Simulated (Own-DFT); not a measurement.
## Calculated data, AlN (wurtzite, atoms displaced)

A calculation, not a measurement: plane-wave PBE density functional theory by an unreviewed code, no spin, of a simulated periodic cell, stress positive in tension, free energy of the whole cell less one offset for each atom, forces on such cells passed a denser k mesh, this cell's mesh not checked; offsets are fitted by least squares, one for each functional and potential file, so energies compare only between cells with the same atoms and settings and are not formation energies; the far tail of each file's local potential was reset to the Coulomb form; each entry is a single point on an unrelaxed cell, so the pressure reflects the starting lattice, mostly measured values (interpolated for alloys), from which strain is counted, and rises with the displacements; printed positions are rounded, which can move forces by about a meV/angstrom; the program, named Own-DFT, is a retired in-house code; no spin-orbit coupling. Program: Own-DFT development build.

Common to all runs: functional PBE; potential files PseudoDojo norm-conserving, scalar-relativistic, standard set; wave cutoff 42 hartree; occupations Fermi-Dirac; smearing width 0.1 eV; k mesh 2 x 2 x 2 centred on Gamma.

(1) 
```xyz
128
Lattice="12.4480 0.0000 0.0000 -6.2240 10.7803 0.0000 0.0000 0.0000 9.9640" Properties=species:S:1:pos:R:3 formula=AlN
Al    -0.0236     1.8551     0.0814
Al     1.5228     0.8226     2.5668
N     -0.0765     1.9475     2.0920
N      1.3890     0.9365     4.3634
Al     0.1362     1.7865     4.9866
Al     1.6619     0.9390     7.5395
N      0.0292     1.9132     6.9132
N      1.4863     1.0620     9.2204
Al    -1.4592     4.4744     0.0368
Al     0.1017     3.5300     2.5165
N     -1.5310     4.2952     1.7550
N      0.1772     3.6422     4.4062
Al    -1.6773     4.3377     4.8858
Al    -0.0905     3.7423     7.4219
N     -1.5845     4.5493     7.0395
N      0.0487     3.4866     9.3617
Al    -3.0031     7.2742     9.9398
Al    -1.5857     6.5132     2.3895
N     -3.0576     7.2201     1.9453
N     -1.7737     6.4236     4.2187
Al    -3.1078     6.9466     4.9108
Al    -1.7155     6.2244     7.4282
N     -3.0702     7.2740     6.9684
N     -1.3748     6.3360     9.2291
Al    -4.6516     9.8531     9.6945
Al    -3.1412     8.8899     2.3352
N     -4.5889     9.9385     1.8023
N     -3.0986     8.9385     4.3959
Al    -4.7532    10.0212     4.9052
Al    -3.0898     8.9142     7.4278
N     -4.6829     9.8563     7.0177
N     -3.0365     9.0217     9.4326
Al     3.1679     1.9045     9.9614
Al     4.8110     0.9197     2.6875
N      3.0909     1.8037     1.8307
N      4.5597     0.8527     4.2766
Al     3.1213     1.9357     4.9324
Al     4.6187     0.9527     7.4880
N      3.1233     1.7558     6.9347
N      4.7571     1.0491     9.4749
Al     1.5669     4.4012     0.0469
Al     3.0231     3.5109     2.4459
N      1.4243     4.5001     1.8343
N      3.1913     3.5034     4.4945
Al     1.6840     4.6003     4.9759
Al     2.9843     3.5854     7.2855
N      1.5385     4.5732     6.6872
N      3.0975     3.6577     9.3291
Al    -0.1720     7.1212     9.9367
Al     1.6053     6.3931     2.5747
N      0.0440     7.1673     1.6951
N      1.5203     6.2997     4.3752
Al    -0.1871     7.1458     5.0098
Al     1.6926     6.4045     7.4018
N      0.0599     7.2117     6.7701
N      1.2648     6.2561     9.6069
Al    -1.4777     9.8911     0.2398
Al    -0.1207     8.9354     2.4278
N     -1.4330     9.7973     1.9831
N      0.0083     9.0642     4.5175
Al    -1.3915    10.0683     4.9655
Al    -0.0628     9.0832     7.4399
N     -1.4813     9.8724     6.9057
N      0.0941     8.9494     9.4928
Al     6.0961     1.8314     9.8745
Al     7.8903     0.7900     2.5061
N      6.1367     1.8663     1.7978
N      7.7259     0.8047     4.6876
Al     6.1168     1.5740     4.9380
Al     7.8619     0.7854     7.3550
N      6.2368     1.6374     6.8618
N      7.7487     0.9035     9.3955
Al     4.7699     4.3825     9.9031
Al     6.1502     3.6396     2.4036
N      4.8375     4.5635     1.9696
N      6.2244     3.6321     4.5566
Al     4.5370     4.5627     4.9299
Al     6.2892     3.4340     7.6094
N      4.6748     4.5397     6.8534
N      6.1596     3.6932     9.3469
Al     3.0325     7.2848     0.2314
Al     4.6670     6.1824     2.4958
N      3.0943     7.1569     1.9378
N      4.7035     6.3232     4.3709
Al     3.2299     7.2474     5.0710
Al     4.6258     6.4638     7.4593
N      3.1845     7.0195     7.0784
N      4.7197     6.1797     9.3484
Al     1.6219     9.8647     0.1848
Al     3.1292     8.9697     2.5319
N      1.5931     9.6751     1.8290
N      3.1439     9.0469     4.4865
Al     1.4819     9.8091     5.0832
Al     3.2386     8.9637     7.5379
N      1.6285    10.0046     6.8088
N      2.9445     8.8905     9.3038
Al     9.2847     1.8599     9.8106
Al    10.9112     0.8427     2.5376
N      9.2553     1.7959     1.8640
N     10.7212     0.7092     4.3243
Al     9.3188     1.6675     4.9460
Al    10.7195     0.8490     7.4005
N      9.2861     1.7711     6.9265
N     10.8707     0.9010     9.4560
Al     7.5890     4.2910     0.0828
Al     9.2675     3.4717     2.4509
N      7.8017     4.4911     1.9475
N      9.4386     3.5850     4.3948
Al     7.7090     4.6405     5.0294
Al     9.3104     3.5923     7.3902
N      7.7363     4.6393     6.9548
N      9.4815     3.6819     9.3233
Al     6.2679     7.3636     0.1042
Al     7.7366     6.1719     2.7059
N      6.0681     7.1293     1.9044
N      7.6847     6.3222     4.5048
Al     6.1475     7.2634     5.0277
Al     7.7201     6.3484     7.2068
N      6.2005     7.3168     6.8246
N      7.7886     6.2394     9.4683
Al     4.5459    10.0623     0.0212
Al     6.1912     8.9054     2.7381
N      4.7315     9.9347     1.6164
N      6.1267     9.0287     4.3256
Al     4.7728     9.9280     4.8917
Al     6.1472     9.0367     7.3596
N      4.4920     9.9735     6.8628
N      6.0087     8.9697     9.4061
```

(2) 
```xyz
128
Lattice="12.4480 0.0000 0.0000 -6.2240 10.7803 0.0000 0.0000 0.0000 9.9640" Properties=species:S:1:pos:R:3 formula=AlN
Al     0.0623     1.8027     0.0300
Al     1.6173     0.7599     2.4970
N      0.0297     1.6635     1.8342
N      1.4922     0.7838     4.5111
Al    -0.0812     1.7006     5.0316
Al     1.4661     0.7462     7.6025
N     -0.1815     1.8150     6.7774
N      1.6278     0.8434     9.3628
Al    -1.7379     4.5410     9.8557
Al     0.1398     3.6846     2.2759
N     -1.6093     4.3986     1.9557
N      0.0539     3.6041     4.1978
Al    -1.8345     4.5233     5.0892
Al     0.0702     3.5922     7.3762
N     -1.6575     4.4827     6.8417
N     -0.0887     3.5830     9.4485
Al    -3.0899     7.1914     0.1300
Al    -1.6877     6.2122     2.5284
N     -3.0969     7.2926     1.7904
N     -1.4240     6.4592     4.3600
Al    -3.2171     7.2165     5.0496
Al    -1.5334     6.1992     7.3340
N     -3.1630     7.2593     6.8895
N     -1.5974     6.1623     9.3263
Al    -4.7167     9.8762     9.9583
Al    -3.0807     9.1425     2.5079
N     -4.7579     9.8787     1.9089
N     -3.1038     9.0816     4.3709
Al    -4.5526     9.6456     5.0128
Al    -3.0668     8.9287     7.6625
N     -4.5898     9.9001     7.0210
N     -3.1241     9.1037     9.4098
Al     3.0213     1.8287     0.0707
Al     4.7649     0.7542     2.4397
N      3.0854     1.8214     2.0069
N      4.7602     0.8807     4.3914
Al     2.9826     1.7820     5.0155
Al     4.6662     0.9646     7.5307
N      3.2612     1.6927     6.9568
N      4.6809     1.0366     9.3845
Al     1.6807     4.4538     9.9567
Al     3.0472     3.6299     2.4742
N      1.5781     4.4323     1.8160
N      3.0357     3.4970     4.4579
Al     1.5412     4.4036     4.9776
Al     3.1777     3.5435     7.5397
N      1.6851     4.6577     6.8912
N      3.0542     3.5579     9.4263
Al     0.2567     7.2457     0.0454
Al     1.4877     6.4499     2.6229
N     -0.0177     7.2262     1.8024
N      1.5779     6.3246     4.3648
Al     0.0856     7.1253     4.9926
Al     1.4983     6.4401     7.5609
N     -0.1249     7.2483     6.9112
N      1.5840     6.2151     9.3356
Al    -1.7302     9.8090     9.8381
Al    -0.1002     8.8968     2.5144
N     -1.6654     9.9243     1.9771
N     -0.0170     8.7589     4.4820
Al    -1.6783     9.8689     4.8763
Al    -0.0082     8.9333     7.5047
N     -1.4934     9.8303     7.0456
N     -0.0778     9.0552     9.3791
Al     6.3877     1.8024     0.0095
Al     7.5784     0.7396     2.4611
N      6.2217     1.9144     1.7839
N      7.7604     0.9225     4.5504
Al     6.1839     1.8447     5.0799
Al     7.7337     0.9343     7.5490
N      6.1783     1.7339     6.8578
N      7.5462     0.9406     9.3426
Al     4.7264     4.3323     0.0392
Al     6.3069     3.7066     2.3112
N      4.5521     4.5162     1.8334
N      6.2610     3.5049     4.4384
Al     4.5216     4.3804     4.9990
Al     6.3070     3.8187     7.6458
N      4.8913     4.5688     6.8809
N      6.1294     3.5339     9.3321
Al     3.1239     7.0676     9.9609
Al     4.7610     6.4108     2.6761
N      3.0800     7.3049     1.9364
N      4.6501     6.1217     4.4109
Al     3.0732     7.2553     5.1251
Al     4.3602     6.2347     7.4978
N      3.0876     7.2626     6.8742
N      4.6970     6.4403     9.5525
Al     1.6385     9.9968     0.0627
Al     3.2053     8.9023     2.5859
N      1.4777     9.9105     1.9030
N      3.2357     9.0638     4.4891
Al     1.3957     9.6986     4.9490
Al     2.9654     8.9394     7.3687
N      1.4008     9.8719     6.8503
N      3.1125     8.9770     9.4122
Al     9.2270     1.7638     9.9234
Al    10.7715     0.9296     2.6080
N      9.3763     1.6793     2.0173
N     10.9554     0.8039     4.2637
Al     9.4355     1.7272     5.0642
Al    10.7598     0.9334     7.3824
N      9.2989     1.7858     6.9608
N     10.9281     0.8271     9.4328
Al     7.7968     4.5349     9.9637
Al     9.5138     3.5920     2.4207
N      7.8745     4.4824     2.1373
N      9.2913     3.5296     4.4304
Al     7.6610     4.4150     5.0819
Al     9.3559     3.5901     7.2671
N      7.8054     4.4319     6.8924
N      9.2784     3.7866     9.3117
Al     6.3499     7.2905     9.7589
Al     7.8233     6.3682     2.3948
N      6.1902     7.1494     1.8530
N      7.8665     6.3654     4.3962
Al     6.3067     7.0838     4.9976
Al     7.8688     6.2749     7.4574
N      5.9945     7.2569     6.8538
N      7.6607     6.1161     9.3919
Al     4.5720    10.0424     9.8940
Al     6.1919     9.0764     2.3645
N      4.6443     9.8350     1.8055
N      6.1678     9.1044     4.3519
Al     4.6944     9.8722     5.0898
Al     6.3748     9.0638     7.4685
N      4.6614     9.8340     7.0813
N      6.2764     9.0539     9.3989
```

**Q.** Estimate the stress zz of AlN (wurtzite, atoms displaced) (entry 1).
**A.** -13.11 GPa

**Q.** Estimate the pressure of AlN (wurtzite, atoms displaced) (entry 2).
**A.** 10.46 GPa

**Q.** Give the table of force values for AlN (wurtzite, atoms displaced) (entry 2).
**A.** 
Force:
| element | x (eV/Å) | y (eV/Å) | z (eV/Å) |
| --- | --- | --- | --- |
| Al | -1.328 | -0.701 | -0.214 |
| Al | -1.77 | 3.328 | 1.588 |
| N | -0.004 | 1.268 | 1.56 |
| N | 0.787 | -0.304 | -0.616 |
| Al | 1.91 | 1.157 | -3.982 |
| Al | 1.298 | 3.675 | -2.332 |
| N | 1.754 | 0.131 | 2.957 |
| N | -1.562 | 0.928 | 1.219 |
| Al | 4.111 | -1.807 | 2.441 |
| Al | -4.196 | -3.845 | 2.219 |
| N | 4.832 | 4.329 | -2.945 |
| N | -1.202 | -0.423 | 2.441 |
| Al | 3.976 | 0.706 | -4.21 |
| Al | -0.587 | 0.405 | 1.523 |
| N | 2.887 | -0.002 | 0.469 |
| N | 1.225 | 0.51 | -1.71 |
| Al | 0.689 | -0.7 | -6.037 |
| Al | 1.844 | 0.699 | -0.806 |
| N | -0.044 | -0.189 | 5.386 |
| N | -4.422 | -2.726 | 0.66 |
| Al | 3.834 | 1.261 | -0.802 |
| Al | -1.194 | 2.051 | 2.788 |
| N | 0.773 | -1.16 | 0.225 |
| N | 0.262 | 4.536 | -0.85 |
| Al | 0.748 | 0.949 | 1.261 |
| Al | -3.591 | -2.681 | -0.102 |
| N | 3.14 | -1.002 | -1.193 |
| N | 0.236 | -4.158 | -1.549 |
| Al | -5.226 | 4.605 | 1.384 |
| Al | 0.815 | 1.643 | -3.135 |
| N | 1.099 | -2.347 | -2.358 |
| N | -5.072 | -4.879 | 0.756 |
| Al | 2.449 | -1.235 | 0.383 |
| Al | -0.923 | 6.522 | 1.3 |
| N | 0.567 | -1.261 | -0.932 |
| N | -1.687 | -0.609 | -0.829 |
| Al | 1.548 | -2.142 | 0.345 |
| Al | 3.127 | -2.923 | 1.029 |
| N | -5.84 | 3.142 | -1.911 |
| N | -0.732 | -1.505 | 1.623 |
| Al | -3.831 | 0.939 | 0.035 |
| Al | 1.411 | -1.146 | 1.004 |
| N | 2 | 3.817 | -0.038 |
| N | 0.2 | 1.051 | -0.995 |
| Al | -0.774 | 1.335 | -0.341 |
| Al | 0.527 | -0.324 | -0.82 |
| N | -1.082 | -1.78 | 0.022 |
| N | 2.409 | -0.17 | -1.601 |
| Al | -3.45 | 0.568 | -1.505 |
| Al | 1.384 | -1.224 | -3.279 |
| N | -0.638 | -1.516 | 2.2 |
| N | 0.949 | -0.931 | 2.549 |
| Al | -0.608 | -1.317 | 1.853 |
| Al | -0.479 | -1.228 | -1.97 |
| N | 2.334 | -2.278 | -0.674 |
| N | 0.805 | 0.494 | 0.923 |
| Al | 7.078 | 5.132 | 2.058 |
| Al | 0.625 | 1.131 | -0.17 |
| N | 2.936 | -2.78 | -2.485 |
| N | -1.679 | 3.683 | -3.047 |
| Al | 4.464 | 1.596 | 3.542 |
| Al | -0.892 | 1.743 | 0.817 |
| N | -2.554 | 0.677 | -1.669 |
| N | 1.723 | -1.3 | 1.058 |
| Al | -9.222 | 3.488 | 1.536 |
| Al | 2.311 | 5.161 | 3.294 |
| N | 0.375 | -1.737 | 1.878 |
| N | 0.149 | -1.875 | -1.791 |
| Al | 0.985 | -1.747 | -0.95 |
| Al | -1.776 | -0.999 | -3.171 |
| N | 1.234 | 1.966 | 2.413 |
| N | 9.044 | -4.021 | -1.632 |
| Al | -2.477 | 3.045 | 0.213 |
| Al | -2.844 | -1.648 | 3.166 |
| N | 1.971 | 0.325 | 1.829 |
| N | -2.232 | 2.194 | -1.633 |
| Al | 3.181 | -0.041 | 0.073 |
| Al | -0.767 | -3.226 | -3.25 |
| N | -4.267 | -0.356 | 0.198 |
| N | 3.223 | 0.449 | 2.767 |
| Al | -0.089 | 3.018 | 2.059 |
| Al | -2.174 | -1.555 | -3.728 |
| N | -0.476 | -3.486 | -0.027 |
| N | -0.132 | 2.032 | 1.947 |
| Al | 1.393 | -1.023 | -3.893 |
| Al | 5.121 | 0.473 | 1.597 |
| N | -2.645 | -1.351 | 0.98 |
| N | 0.399 | -3.281 | -3.273 |
| Al | -1.678 | -2.394 | -1.01 |
| Al | -0.278 | 3.422 | -0.482 |
| N | -0.086 | -3.312 | 0.431 |
| N | -3.195 | -2.126 | -0.444 |
| Al | 2.668 | 4.216 | 0.961 |
| Al | 1.386 | 3.356 | 2.568 |
| N | 2.274 | -0.222 | 0.423 |
| N | -1.555 | -0.014 | -1.256 |
| Al | 2.099 | 0.935 | 1.13 |
| Al | 4.17 | -2.376 | -4.89 |
| N | -4.401 | 2.659 | -3.134 |
| N | -1.123 | 0.571 | 6.302 |
| Al | -2.332 | -0.434 | -2.223 |
| Al | 2.405 | -2.259 | 3.129 |
| N | -1.009 | 0.51 | -0.612 |
| N | -1.184 | 6.624 | -3.11 |
| Al | -1.107 | -3.05 | 2.083 |
| Al | -6.153 | -4.489 | 3.223 |
| N | 1.153 | 1.659 | -3.313 |
| N | -0.446 | 0.09 | 0.447 |
| Al | 1.038 | 0.206 | -2.5 |
| Al | -1.592 | -0.992 | 3.273 |
| N | 0.61 | 2.143 | 0.11 |
| N | -1.859 | -4.729 | -1.216 |
| Al | -3.13 | -1.015 | 2.221 |
| Al | -1.144 | -0.319 | 1.13 |
| N | 2.07 | 1.367 | 0.135 |
| N | -1.32 | -2.151 | -0.812 |
| Al | -2.787 | 1.707 | 0.191 |
| Al | -2.569 | -0.302 | 0.507 |
| N | 2.693 | -0.647 | 0.896 |
| N | 2.094 | 4.88 | -1.779 |
| Al | 0.866 | -6.764 | 1.808 |
| Al | -1.339 | -1.952 | 1.582 |
| N | -0.945 | 1.137 | 1.027 |
| N | 1.96 | -2.841 | 0.273 |
| Al | 1.08 | 0.568 | 0.551 |
| Al | -3.777 | -2.137 | 0.702 |
| N | -0.342 | 1.304 | -2.282 |
| N | -0.882 | -0.056 | -1.15 |

Further results for AlN (wurtzite, atoms displaced) (entry 1):

* free energy of cell above offsets: -18.829 eV
* pressure: 13.05 GPa
* stress xx: -12.78 GPa
* stress yy: -13.27 GPa
* stress yz: -0.52 GPa
* stress xz: -0.31 GPa
* stress xy: 1.58 GPa

Force:
| element | x (eV/Å) | y (eV/Å) | z (eV/Å) |
| --- | --- | --- | --- |
| Al | -0.246 | -1.422 | -0.245 |
| Al | 0.23 | 1.445 | -3.103 |
| N | 0.809 | -7.274 | -2.562 |
| N | 5.664 | -1.802 | -0.709 |
| Al | -5.508 | 4.487 | 2.716 |
| Al | -3.108 | -0.367 | -2.796 |
| N | -0.902 | -1.827 | -1.524 |
| N | 1.396 | -1.763 | 5.11 |
| Al | 0.336 | 0.776 | -2.511 |
| Al | -2.325 | 5.123 | 1.399 |
| N | -0.738 | 1.633 | 4.357 |
| N | -2.299 | -0.596 | 0.108 |
| Al | 7.841 | 4.145 | 2.001 |
| Al | 3.203 | -2.019 | 1.217 |
| N | -1.936 | -1.584 | -4.264 |
| N | -0.342 | 2.377 | -0.963 |
| Al | -1.825 | -3.42 | -0.548 |
| Al | 3.217 | -4.445 | 0.229 |
| N | -3.616 | -1.45 | -2.255 |
| N | 7.493 | -4.691 | -0.825 |
| Al | -4.717 | 7.35 | 3.799 |
| Al | 3.058 | 2.517 | 1.554 |
| N | -1.907 | -3.61 | -3.157 |
| N | -7.8 | -3.283 | -0.748 |
| Al | -1.99 | 1.561 | 1.799 |
| Al | -0.078 | 3.698 | 3.118 |
| N | -1.42 | -1.255 | 0.517 |
| N | -1.071 | 1.035 | -0.106 |
| Al | 3.036 | -3.475 | 1.587 |
| Al | 0.76 | 3.607 | 0.703 |
| N | 0.055 | 1.017 | -1.604 |
| N | 0.493 | 0.747 | -0.893 |
| Al | -1.522 | -0.938 | -0.864 |
| Al | -1.318 | -0.119 | -9.647 |
| N | 0.208 | -1.135 | 2.332 |
| N | -0.749 | 2.356 | 6.091 |
| Al | -0.926 | -6.467 | 2.369 |
| Al | 1.833 | -1.805 | 1.449 |
| N | 0.216 | 1.11 | -2.802 |
| N | -6.683 | -4.663 | -2.905 |
| Al | -1.102 | 2.255 | -1.853 |
| Al | 0.499 | 1.805 | -0.058 |
| N | 3.696 | 0.377 | 2.641 |
| N | -1.81 | 4.986 | -3.665 |
| Al | -1.817 | -1.104 | -2.172 |
| Al | 2.083 | 1.763 | 2.227 |
| N | -0.264 | 0.07 | 4.19 |
| N | 0.987 | -0.924 | -0.176 |
| Al | 5.084 | 4.738 | 0.152 |
| Al | -2.378 | -1.865 | -2.343 |
| N | -1.179 | 0.799 | 6.176 |
| N | 0.863 | 1.755 | 0.794 |
| Al | 1.406 | 0.8 | -1.249 |
| Al | -6.824 | -3.17 | 3.041 |
| N | -0.775 | 0.244 | 1.906 |
| N | 6.328 | -1.607 | -3.127 |
| Al | 0.651 | 0.649 | -4.639 |
| Al | 6.097 | -3.159 | 2.103 |
| N | -5.105 | 4.005 | 0.57 |
| N | -0.778 | -2.301 | -3.026 |
| Al | -3.856 | -5.391 | 1.792 |
| Al | 3.932 | -2.508 | 2.293 |
| N | -3.585 | 2.621 | -1.137 |
| N | -2.059 | 1.52 | -1.264 |
| Al | 6.954 | 1.459 | 2.348 |
| Al | -1.98 | 0.146 | -0.177 |
| N | 1.444 | -0.949 | 1.919 |
| N | 0.254 | 0.576 | -4.436 |
| Al | 1.741 | 5.079 | 1.859 |
| Al | -2.355 | 3.507 | 3.081 |
| N | -0.558 | 1.464 | 0.617 |
| N | -0.201 | 0.178 | -0.607 |
| Al | -5.957 | 5.043 | 1.159 |
| Al | 4.049 | -2.683 | 3.847 |
| N | -5.354 | -1.902 | -2.531 |
| N | -0.743 | -1.298 | -2.311 |
| Al | 4.336 | -0.661 | 2.316 |
| Al | -1.35 | 2.185 | -5.027 |
| N | -0.479 | -0.607 | 0.145 |
| N | 2.148 | -5.232 | -0.611 |
| Al | -0.277 | -2.967 | -5.403 |
| Al | -1.117 | 3.168 | -0.001 |
| N | 1.598 | 0.691 | 3.315 |
| N | -1.047 | 0.293 | 0.354 |
| Al | -2.023 | -0.293 | -0.614 |
| Al | 7.137 | -6.284 | 3.979 |
| N | -2.093 | 7.255 | -5.342 |
| N | -0.498 | 2.226 | 1.171 |
| Al | -1.65 | 0.515 | -6.932 |
| Al | 1.165 | -0.248 | 0.155 |
| N | -0.581 | 2.011 | 6.417 |
| N | 0.099 | -1.3 | -1.101 |
| Al | 2.721 | -0.243 | -1.115 |
| Al | -3.896 | -0.803 | -0.217 |
| N | -0.16 | -6.508 | 2.026 |
| N | 2.041 | 1.729 | 1.73 |
| Al | 0.796 | 0.201 | 1.231 |
| Al | -0.637 | 1.019 | -2.671 |
| N | 0.917 | -1.919 | 0.222 |
| N | 1.805 | 4.159 | -0.04 |
| Al | -0.6 | 1.768 | 1.064 |
| Al | 3.914 | 2.791 | 2.514 |
| N | 0.284 | 1.964 | -1.789 |
| N | -0.455 | 2.911 | -2.473 |
| Al | 6.175 | 5.167 | -0.226 |
| Al | 2.015 | 2.249 | -0.044 |
| N | -0.967 | -0.88 | 0.412 |
| N | -6.759 | -3.533 | -1.468 |
| Al | -0.542 | -4.837 | 0.925 |
| Al | -0.234 | 0.863 | 1.804 |
| N | 0.727 | -3.922 | -1.476 |
| N | -3.457 | -1.723 | -0.308 |
| Al | -0.364 | -4.443 | -1.552 |
| Al | -0.19 | 1.713 | -4.42 |
| N | 2.993 | 1.609 | 2.812 |
| N | 0.047 | 0.934 | -0.059 |
| Al | 0.179 | -0.519 | -1.025 |
| Al | 0.622 | 1.873 | 4.863 |
| N | -0.747 | -0.373 | -0.383 |
| N | 0.186 | 1.369 | -0.573 |
| Al | 0.079 | -3.977 | -5.791 |
| Al | 0.618 | -0.163 | -11.82 |
| N | -0.336 | -1.248 | 10.9 |
| N | 2.338 | -0.408 | 7.023 |
| Al | -4.259 | -1.727 | 3.318 |
| Al | -0.216 | 1.091 | 2.983 |
| N | 3.871 | -1.978 | -1.93 |
| N | 1.908 | 2.491 | -2.627 |

Further results for AlN (wurtzite, atoms displaced) (entry 2):

- free energy of cell above offsets: -29.298 eV
- stress xx: -11.66 GPa
- stress yy: -10.31 GPa
- stress zz: -9.4 GPa
- stress yz: -0.41 GPa
- stress xz: 0.43 GPa
- stress xy: -1.22 GPa
